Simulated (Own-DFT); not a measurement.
# One host, several defects: C11b WSi2

Everything here is calculated. The program is Own-DFT (plane waves, in-house, since retired, never reviewed by a person); positions were held fixed, and spin and spin-orbit coupling were off.

Common settings: PBE; PseudoDojo norm-conserving scalar-relativistic files; cutoff 50 hartree; 5 x 5 x 5 k mesh centred on Gamma; cold (Marzari-Vanderbilt) smearing of 0.2 eV.

Caveats: forces on such cells failed a check on a denser k mesh; stress not checked against mesh or cutoff.

All runs share one cell, with vectors in Å (-2.148, -5.953, 3.409); (-6.444, 2.976, 1.136); (-2.553, -2.948, -6.757) and a volume of 403.2 Å³. u is the rms random offset of the atoms per axis. The defect's site can differ from row to row.

```
cell,formula,u (Å),P (GPa)
no defect,Si20W10,0.0185,4.36
no defect,Si20W10,0.0498,5.71
no defect,Si20W10,0.0526,6.08
one Si on a W site,Si21W9,0.0277,6.11
one Si on a W site,Si21W9,0.0295,6.19
one Si on a W site,Si21W9,0.0493,7.76
one Si vacancy,Si19W10,0.0289,3.30
one Si vacancy,Si19W10,0.0335,3.37
one Si vacancy,Si19W10,0.0479,4.78
one W vacancy,Si20W9,0.0288,3.74
one W vacancy,Si20W9,0.0452,4.11
one W vacancy,Si20W9,0.0520,4.46
one W on a Si site,Si19W11,0.0291,9.72
one W on a Si site,Si19W11,0.0321,?
one W on a Si site,Si19W11,0.0458,10.81
one W on a Si site,Si19W11,0.0527,11.71
```

## Fit

P = P0 + c u² + a shift for each defect gives P0 = 3.91 GPa, c = 790 ± 87 GPa/Å² and a scatter of 0.28 GPa. The shifts, and each times the cell's volume:

- one W on a Si site: 5.32 ± 0.23 GPa, 13.4 eV
- one Si on a W site: 1.70 ± 0.23 GPa, 4.3 eV
- one Si vacancy: -1.22 ± 0.23 GPa, -3.1 eV
- one W vacancy: -1.28 ± 0.23 GPa, -3.2 eV

Positive is outwards. The product with the volume (160.2 GPa Å³ to the eV) is nearly free of the cell's size; divided by the bulk modulus at the cell's pressure it gives the volume that the defect adds. The atoms around the defects weren't relaxed, which would change these numbers.

## Check

Asked: what pressure belongs in the blank (one W on a Si site, u = 0.0321 Å)?

The fitted form gives 10.05 ± 0.33 GPa. Computed: 9.93 GPa.
